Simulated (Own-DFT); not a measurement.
# Slab less bulk: wurtzite AlN, m plane (10-10)

Source: density functional calculations with Own-DFT, an unreviewed in-house program that is no longer used. Nothing was measured or relaxed, and spin and spin-orbit coupling are left out.

Known weak points (not all hold for every row): some atoms lie very close together; forces not confirmed at this smearing and k mesh; k mesh not checked against a denser one.

Both sets of runs: PBE; PseudoDojo norm-conserving scalar-relativistic files; cutoff 42 hartree; Gaussian smearing of 0.01 eV. The slab has 128 atoms in 16 layers, two equal faces of 62.02 Å² as cut, 15 Å of vacuum, a dipole correction along the normal and a 6 x 3 x 1 mesh. The bulk cell has 128 atoms, the same measured lattice constants and a 3 x 3 x 3 mesh. All atoms were moved at random; u is the rms move along one axis. Energies are counted from -174.06 eV for each atom.

```
slab run   u (Å)  E (eV, cell)
       1  0.0198        20.937
       2  0.0202        20.690
       3  0.0203        20.213
       4  0.0206        20.701
       5  0.0467        26.814
       6  0.0496        28.838
       7  0.0512        29.103
       8  0.0515        29.924
       9  0.1000        62.500
      10  0.1004        61.018
      11  0.1039        63.790
      12  0.1044        62.044
```

```
bulk run,u (Å),E (meV/atom)
1,0.0184,-4.23
2,0.0187,-4.20
3,0.0200,-1.34
4,0.0201,-1.28
5,0.0202,-1.13
6,0.0204,-1.63
7,0.0212,-0.42
8,0.0946,276.14
9,0.0989,292.51
10,0.1005,352.76
```

The question: what is the energy of the unrelaxed surface?

## Working it out

Take each set to u = 0 with E = a + b u². Rows are weighted down as u grows, with residuals divided by u² + 0.0006 Å². Slab: a = 18.94 ± 0.14 eV. Bulk: a = -15.3 ± 0.6 meV/atom. The excess is 18.94 - 128 x (-0.0153) = 20.89 ± 0.16 eV. Over two faces that is 168 meV/Å², or 2.70 ± 0.02 J/m². Relaxing the faces would lower the energy, and the unlike meshes and the reach from the smallest u down to zero add errors that aren't counted here.
